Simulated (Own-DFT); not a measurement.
# Computed records: GaN (wurtzite, strained, atoms displaced)

All values are calculated (Own-DFT development build). A calculation, not a measurement: plane-wave PBE density functional theory by an unreviewed code, no spin, of a simulated periodic cell, stress positive in tension, free energy of the whole cell less one offset for each atom, forces on such cells passed a denser k mesh, this cell's mesh not checked; offsets are fitted by least squares, one for each functional and potential file, so energies compare only between cells with the same atoms and settings and are not formation energies; the far tail of each file's local potential was reset to the Coulomb form; each entry is a single point on an unrelaxed cell, so the pressure reflects the starting lattice, mostly measured values (interpolated for alloys), from which strain is counted, and rises with the displacements; printed positions are rounded, which can move forces by about a meV/angstrom; the program, named Own-DFT, is a retired in-house code; no spin-orbit coupling.

Common to all runs: functional PBE; potential files PseudoDojo norm-conserving, scalar-relativistic, standard set with the stringent files for Ga; wave cutoff 96 hartree; occupations Gaussian; smearing width 0.01 eV; k mesh 3 x 4 x 3 centred on Gamma.

(1) GaN (wurtzite, strained, atoms displaced)

```
GaN
1.0
     12.7560     0.0000     0.0000
     -4.7835     8.2853     0.0000
      0.0000     0.0000    10.3959
Ga N Ga N Ga N Ga N Ga N Ga N Ga N Ga N Ga N Ga N Ga N Ga N Ga N Ga N Ga N Ga N Ga N Ga N Ga N Ga N Ga N Ga N Ga N Ga N
2 2 2 2 2 2 2 2 2 2 2 2 2 2 2 2 2 2 2 2 2 2 2 2 2 2 2 2 2 2 2 2 2 2 2 2 2 2 2 2 2 2 2 2 2 2 2 2
Direct
  0.08093 0.21095 0.00438
  0.16790 0.11371 0.25066
  0.08694 0.22465 0.18921
  0.17068 0.10957 0.44184
  0.08172 0.22531 0.49733
  0.16165 0.11984 0.75965
  0.08559 0.23006 0.69053
  0.16850 0.11250 0.93821
  0.08669 0.55063 0.00016
  0.17073 0.44035 0.25664
  0.08688 0.55726 0.19223
  0.16821 0.44199 0.43956
  0.08336 0.56784 0.50775
  0.16877 0.45353 0.74678
  0.08195 0.54755 0.68974
  0.16677 0.44188 0.93582
  0.07337 0.88272 0.99214
  0.17381 0.78714 0.24993
  0.08845 0.88777 0.18577
  0.17495 0.77981 0.43001
  0.08453 0.89353 0.49805
  0.16965 0.78310 0.74579
  0.08572 0.90021 0.69597
  0.16586 0.77499 0.94714
  0.32850 0.21479 0.00552
  0.41150 0.10972 0.24287
  0.33386 0.22262 0.18116
  0.41716 0.11022 0.43278
  0.33197 0.21170 0.50088
  0.41910 0.11357 0.74659
  0.32795 0.21493 0.69752
  0.42295 0.11306 0.93736
  0.33191 0.55854 0.99858
  0.41665 0.44469 0.24470
  0.33527 0.54742 0.18843
  0.41950 0.44592 0.44138
  0.33326 0.54929 0.50203
  0.41324 0.43877 0.75335
  0.33469 0.55331 0.68628
  0.41966 0.44188 0.92483
  0.33868 0.90196 0.00435
  0.41958 0.78297 0.25418
  0.33655 0.88740 0.19695
  0.42026 0.79040 0.43453
  0.33349 0.89042 0.50339
  0.41413 0.77502 0.74912
  0.33843 0.88958 0.69354
  0.40692 0.77103 0.93182
  0.58162 0.22115 0.00962
  0.66764 0.11272 0.24301
  0.57727 0.20819 0.18975
  0.67325 0.11367 0.43948
  0.57693 0.22002 0.50581
  0.66984 0.10583 0.75473
  0.58483 0.21638 0.68876
  0.65860 0.10293 0.94135
  0.58880 0.56516 0.99815
  0.66965 0.44014 0.24962
  0.58891 0.57064 0.18914
  0.65935 0.44750 0.43316
  0.58610 0.55297 0.49459
  0.66587 0.44321 0.75338
  0.58477 0.54792 0.69347
  0.66683 0.44686 0.93647
  0.57614 0.88084 0.00495
  0.66255 0.77751 0.25778
  0.59218 0.89285 0.19170
  0.66381 0.77254 0.43405
  0.58337 0.89259 0.49995
  0.67711 0.78883 0.75599
  0.59047 0.89456 0.69046
  0.65944 0.78701 0.94837
  0.83478 0.21996 0.99759
  0.92043 0.11354 0.25319
  0.83663 0.22009 0.18638
  0.90958 0.10427 0.43901
  0.82940 0.21563 0.49684
  0.92185 0.11681 0.75509
  0.83484 0.22598 0.69719
  0.91453 0.11070 0.94155
  0.83260 0.55815 0.99358
  0.92605 0.44283 0.24889
  0.83354 0.55626 0.19219
  0.91757 0.44782 0.43975
  0.83527 0.55828 0.49698
  0.92215 0.44817 0.75885
  0.83367 0.55543 0.68155
  0.91253 0.43246 0.93777
  0.83631 0.88125 0.99608
  0.91923 0.77239 0.24635
  0.83219 0.88939 0.18344
  0.91577 0.77786 0.43309
  0.83346 0.89462 0.49533
  0.91263 0.77639 0.75711
  0.82707 0.88060 0.68356
  0.91451 0.77749 0.94270
```

The calculation gives: free energy of cell above offsets -4.972 eV; pressure 6.39 GPa; stress xx -6.83 GPa; stress yy -5.69 GPa; stress zz -6.63 GPa; stress yz 0.27 GPa; stress xz -0.14 GPa; stress xy 0.68 GPa.

Force:
```csv
element,x (eV/Å),y (eV/Å),z (eV/Å)
Ga,-0.537,1.473,-0.443
Ga,0.235,-0.79,0.091
N,-0.146,-0.455,0.387
N,-1.313,0.521,-0.948
Ga,0.369,-0.722,0.848
Ga,1.271,-0.187,-1.544
N,-0.354,-0.312,-0.705
N,-0.693,-0.986,1.114
Ga,-0.623,0.258,0.655
Ga,-0.597,1.088,-0.855
N,1.029,0.142,-0.527
N,-0.762,0.613,0.486
Ga,0.497,-1.223,-1.532
Ga,1.358,-0.937,0.836
N,-0.801,2.236,-0.116
N,0.053,-0.742,0.189
Ga,2.962,0.933,1.402
Ga,-0.343,-1.522,-0.875
N,-0.975,0.697,-0.26
N,-1.423,0.115,2.189
Ga,-0.114,-1.017,0.549
Ga,-0.263,-0.149,1.392
N,-0.17,-1.283,-0.72
N,-0.319,0.501,-1.277
Ga,1.023,1.298,-2.67
Ga,0.721,0.062,1.29
N,-0.259,-0.025,1.798
N,-0.306,-0.162,0.407
Ga,0.076,1.659,0.903
Ga,0.049,0.085,0.95
N,0.12,0.107,-1.379
N,-1.259,0.305,0.233
Ga,0.828,-1.104,-0.089
Ga,1.575,0.184,1.101
N,-1.325,1.56,-0.368
N,-0.393,-1.056,-0.803
Ga,0.236,0.961,-0.506
Ga,0.895,0.412,-2.432
N,-0.385,0.356,0.154
N,-0.61,0.071,4.349
Ga,-0.135,-1.824,-0.302
Ga,1.095,-0.757,-0.65
N,-0.184,0.546,-1.764
N,0.225,-1.458,1.42
Ga,0.591,0.223,-0.285
Ga,1.621,0.049,-0.23
N,-1.177,0.041,-1.142
N,0.492,1.011,1.453
Ga,0.701,0.399,-1.797
Ga,1.026,-0.185,1.346
N,-0.308,1.738,0.372
N,-2.138,-0.26,-0.901
Ga,1.368,0.583,-1.062
Ga,-0.714,0.865,0.146
N,-0.229,0.451,0.325
N,0.62,0.752,0.458
Ga,-0.885,-0.85,0.242
Ga,-1.186,0.38,-0.225
N,0.27,-2.733,-0.748
N,2.9,-1.579,0.187
Ga,-1.613,0.946,1.928
Ga,0.588,-0.513,-0.998
N,-1.042,1.262,-0.884
N,0.304,-0.178,1.051
Ga,-1.527,1.275,0.188
Ga,1.534,0.74,-1.46
N,-2.113,-0.353,-0.373
N,-0.041,0.969,1.937
Ga,0.665,-0.287,0.297
Ga,-2.342,-2.088,0.083
N,-0.707,-1.437,-0.464
N,3.409,-1.016,-2.005
Ga,-1.357,-1.048,0.702
Ga,-0.379,-1.139,-1.004
N,-0.276,0.539,0.169
N,1.274,1.748,-0.29
Ga,0.425,1.836,1.607
Ga,-0.769,-0.39,-0.763
N,0.618,-0.27,-1.034
N,1.408,-0.92,-0.423
Ga,0.567,-1.728,1.556
Ga,-1.466,0.061,0.333
N,0.956,-1.048,-1.365
N,0.609,-0.52,-0.196
Ga,-0.843,-0.386,-0.2
Ga,-1.274,-0.572,-1.72
N,0.433,0.18,1.697
N,-0.056,2.17,0.947
Ga,-3.37,1.688,1.828
Ga,-0.871,1.218,0.118
N,0.915,0.004,0.796
N,0.384,0.621,0.614
Ga,0.036,-2.326,0.387
Ga,0.497,-0.198,-2.223
N,1.926,1.851,0.499
N,0.218,-1.048,-1.456
```

(2) GaN (wurtzite, strained, atoms displaced)

```
GaN
1.0
     12.7560     0.0000     0.0000
     -4.7835     8.2853     0.0000
      0.0000     0.0000    10.3959
Ga N Ga N Ga N Ga N Ga N Ga N Ga N Ga N Ga N Ga N Ga N Ga N Ga N Ga N Ga N Ga N Ga N Ga N Ga N Ga N Ga N Ga N Ga N Ga N
2 2 2 2 2 2 2 2 2 2 2 2 2 2 2 2 2 2 2 2 2 2 2 2 2 2 2 2 2 2 2 2 2 2 2 2 2 2 2 2 2 2 2 2 2 2 2 2
Direct
  0.08756 0.22128 0.00020
  0.16741 0.11354 0.25332
  0.09516 0.23187 0.19322
  0.17111 0.11569 0.44279
  0.08132 0.21614 0.50511
  0.17230 0.11432 0.74392
  0.08525 0.23052 0.68751
  0.16239 0.11139 0.94456
  0.07966 0.54552 0.99949
  0.17138 0.45372 0.24173
  0.07855 0.54616 0.18274
  0.17323 0.44925 0.44041
  0.08493 0.55859 0.49643
  0.15625 0.44189 0.74977
  0.07946 0.54657 0.69336
  0.17072 0.44054 0.93609
  0.07703 0.88599 0.99406
  0.16670 0.77524 0.24432
  0.08412 0.89120 0.18868
  0.16251 0.77856 0.44599
  0.07999 0.88873 0.50006
  0.15607 0.77138 0.74591
  0.07767 0.88410 0.68964
  0.16679 0.78377 0.92896
  0.32589 0.20715 0.99894
  0.40914 0.10805 0.25495
  0.33198 0.22393 0.18603
  0.41549 0.11185 0.44491
  0.33563 0.22781 0.50217
  0.42058 0.11207 0.75596
  0.33464 0.21945 0.68823
  0.40980 0.09889 0.93085
  0.33563 0.56204 0.99598
  0.41478 0.44462 0.24228
  0.33021 0.55641 0.19369
  0.42024 0.44428 0.43592
  0.32530 0.55332 0.50130
  0.42113 0.45542 0.74590
  0.33762 0.55439 0.68913
  0.40958 0.44245 0.94105
  0.33710 0.89234 0.99352
  0.40923 0.77373 0.24943
  0.32698 0.87854 0.19810
  0.42580 0.78924 0.43720
  0.33622 0.88822 0.50623
  0.41520 0.78416 0.74617
  0.33405 0.89070 0.68531
  0.42452 0.77926 0.94162
  0.58682 0.22098 0.99950
  0.66565 0.11360 0.25259
  0.57620 0.21557 0.18155
  0.67192 0.11513 0.43559
  0.57784 0.21445 0.50274
  0.67264 0.11569 0.75150
  0.57695 0.22348 0.69417
  0.66610 0.11727 0.94179
  0.58060 0.54355 0.98840
  0.66893 0.44114 0.25457
  0.58066 0.56138 0.18620
  0.66545 0.45179 0.44218
  0.57294 0.55051 0.50566
  0.66670 0.44394 0.74642
  0.59025 0.55653 0.69750
  0.67042 0.43666 0.94247
  0.58394 0.88445 0.99902
  0.66905 0.77593 0.25461
  0.58576 0.89420 0.19114
  0.66858 0.77758 0.43073
  0.57288 0.88115 0.50461
  0.67038 0.78020 0.74653
  0.58099 0.89096 0.68618
  0.66967 0.77180 0.93440
  0.83313 0.21537 0.99533
  0.91158 0.10214 0.24805
  0.82768 0.21678 0.18219
  0.92136 0.11685 0.44111
  0.83223 0.22457 0.49956
  0.92288 0.11015 0.75460
  0.82857 0.21648 0.68730
  0.91746 0.11483 0.93337
  0.83893 0.56002 0.98498
  0.91251 0.44527 0.25065
  0.83463 0.55072 0.18673
  0.91777 0.44840 0.43975
  0.82647 0.54972 0.49954
  0.91025 0.44045 0.75546
  0.83129 0.56419 0.69820
  0.92149 0.44676 0.93193
  0.83629 0.89385 0.99700
  0.91834 0.77412 0.24286
  0.82737 0.88529 0.18265
  0.91972 0.77873 0.43628
  0.82495 0.88503 0.50304
  0.92616 0.79227 0.75113
  0.84306 0.89025 0.69085
  0.91479 0.78126 0.93071
```

Results for GaN (wurtzite, strained, atoms displaced): free energy of cell above offsets -5.016 eV; pressure 6.59 GPa; stress xx -8.69 GPa; stress yy -5.47 GPa; stress zz -5.61 GPa; stress yz -0.21 GPa; stress xz -0.58 GPa; stress xy -0.94 GPa.

Force:
```csv
element,x (eV/Å),y (eV/Å),z (eV/Å)
Ga,-1.102,0.796,1.043
Ga,0.192,-0.215,0.158
N,-1.849,-1.136,-0.89
N,-0.333,-0.538,-0.153
Ga,0.187,1.118,-1.129
Ga,-0.774,-0.073,0.922
N,0.67,-1.47,0.467
N,0.928,-1.119,-1.893
Ga,0.809,1.23,-0.729
Ga,-0.862,-1.378,1.697
N,-0.437,0.976,0.666
N,-2.228,-1.107,-1.012
Ga,0.035,-0.634,0.691
Ga,2.576,0.445,0.625
N,-1.593,1.182,-1.371
N,-1.037,0.503,0.26
Ga,1.069,0.311,0.861
Ga,-1.501,-0.684,1.112
N,0.212,-0.186,-0.671
N,1.24,0.272,-1.088
Ga,0.205,0.292,-0.147
Ga,1.505,0.142,-0.118
N,1.657,1.882,-0.938
N,0.335,-0.916,1.445
Ga,0.272,1.438,0.01
Ga,0.795,0.134,-0.245
N,0.33,-0.739,0.199
N,-0.127,-0.353,-0.837
Ga,0.115,-0.342,-0.019
Ga,-1.377,-0.56,-1.761
N,0.237,0.925,0.373
N,0.424,1.981,2.001
Ga,0.011,-0.725,0.822
Ga,0.566,0.41,0.62
N,1.141,0.521,-1.504
N,-1.835,-0.071,-0.155
Ga,2.515,1.101,0.217
Ga,0.386,-1.626,1.319
N,-1.916,0.929,-0.348
N,1.336,-0.812,-0.746
Ga,-0.4,-1.891,1.151
Ga,2.236,0.838,0.334
N,0.049,1.777,-1.93
N,-2.674,-2.236,-0.456
Ga,-0.961,0.032,-1.431
Ga,0.658,-1.098,0.774
N,-0.803,-0.262,1.246
N,-1.75,0.205,-1.136
Ga,-1.427,-0.092,0.328
Ga,-0.247,-0.542,-0.886
N,-0.096,0.427,1.676
N,-1.241,-0.51,0.979
Ga,0.751,0.996,-0.007
Ga,-1.656,-0.678,0.271
N,2.051,-0.033,-1.015
N,1.512,-1.608,-1.27
Ga,-0.212,0.731,1.55
Ga,-1.42,0.206,-1.076
N,1.132,-1.038,-0.457
N,-0.129,-1.467,-0.081
Ga,1.719,1.201,-0.347
Ga,0.698,-0.383,1.229
N,-1.716,0.49,-1.413
N,-0.784,0.696,-1.165
Ga,1.209,0.756,1.069
Ga,-1.402,-0.035,-1.914
N,-0.385,-1.001,-0.398
N,-1.134,-0.368,2.873
Ga,3.129,1.833,-0.761
Ga,0.032,0.464,0.554
N,0.859,0.036,0.799
N,-0.576,0.574,-0.069
Ga,-0.928,1.043,0.776
Ga,0.439,1.423,0.415
N,0.892,0.662,0.606
N,-0.903,-0.971,-0.53
Ga,0.813,0.057,0.009
Ga,-0.981,0.286,-1.636
N,1.302,0.798,0.173
N,0.922,-0.267,1.133
Ga,-0.439,-0.584,1.539
Ga,1.252,-1.152,-0.049
N,-0.98,0.71,-0.986
N,-0.169,-0.385,-0.146
Ga,0.86,1.422,0.804
Ga,0.118,0.201,-2.173
N,1.245,-0.576,-1.178
N,-0.564,-0.84,1.495
Ga,-0.759,-0.701,0.104
Ga,-0.718,0.211,0.969
N,1.575,0.19,0.151
N,-1.334,-0.374,-0.15
Ga,1.724,0.642,-0.496
Ga,-1.225,-2.325,-0.25
N,-2.258,0.65,-0.746
N,0.317,-0.046,1.393
```
